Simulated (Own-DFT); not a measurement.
# How much smaller does PBEsol make it? L1_0 TiAl, 32 atoms (Al16Ti16)

Source: density functional calculations with Own-DFT, an unreviewed in-house program that is no longer used. Nothing was measured or relaxed, and spin and spin-orbit coupling are left out.

Keep in mind: forces on such cells failed a check on a denser k mesh; stress not checked against mesh or cutoff.

Each geometry was run with PBE and with PBEsol, otherwise alike: PseudoDojo norm-conserving scalar-relativistic files made for PBE; cutoff 42 hartree; 4 x 4 x 4 k mesh centred on Gamma; cold (Marzari-Vanderbilt) smearing of 0.2 eV. Unstrained cell vectors in Å: (5.621, 5.622, 0.000); (-5.622, 5.621, 0.000); (0.000, 0.000, 8.133). Each has a uniform strain, of which the change of volume is shown, and random moves of rms u per axis.

| run | volume change (%) | u (Å) | P with PBE (GPa) | P with PBEsol (GPa) |
|---|---|---|---|---|
| 1 | -0.16 | 0.0532 | 2.06 | -0.80 |
| 2 | -0.86 | 0.0501 | 2.89 | 0.01 |
| 3 | -2.23 | 0.0500 | 4.61 | 1.66 |
| 4 | -1.61 | 0.0479 | 3.71 | 0.79 |
| 5 | 0.23 | 0.0484 | 1.55 | -1.28 |
| 6 | -2.64 | 0.0424 | 5.15 | 2.18 |
| 7 | 3.48 | 0.0474 | -1.96 | -4.66 |
| 8 | -0.62 | 0.0473 | 2.67 | -0.21 |
| 9 | 1.13 | 0.0507 | 0.78 | -2.02 |
| 10 | -1.27 | 0.0540 | 3.55 | 0.65 |
| 11 | 0.76 | 0.0499 | 1.03 | -1.78 |
| 12 | -2.54 | 0.0462 | 4.89 | ? |

Question: by how much does PBEsol shrink this cell, and what belongs in the blank?

## Working it out

Write v for the change of volume as a fraction. Fitted to v and u², the PBE pressure has a slope of -115 ± 2 GPa in v, with the ions held to the strained lattice. The difference PBEsol less PBE is -2.85 + 4.4 v GPa (slope ± 0.1) and averages -2.86 GPa. Divided by the mean slope of the two, 113 GPa, that makes PBEsol's volume at a given pressure, near 1 GPa, about 2.5 % smaller, or 0.84 % in lengths. At one volume PBEsol's slope is the smaller by 4 GPa, but its pressure there is lower too. If stiffness rises by about 4 GPa for each GPa, PBEsol at equal pressure is stiffer by about 7 GPa. Files made for PBEsol would give a different shift.

For run 12 the line gives 1.93 GPa. The calculation gave 1.93 GPa.
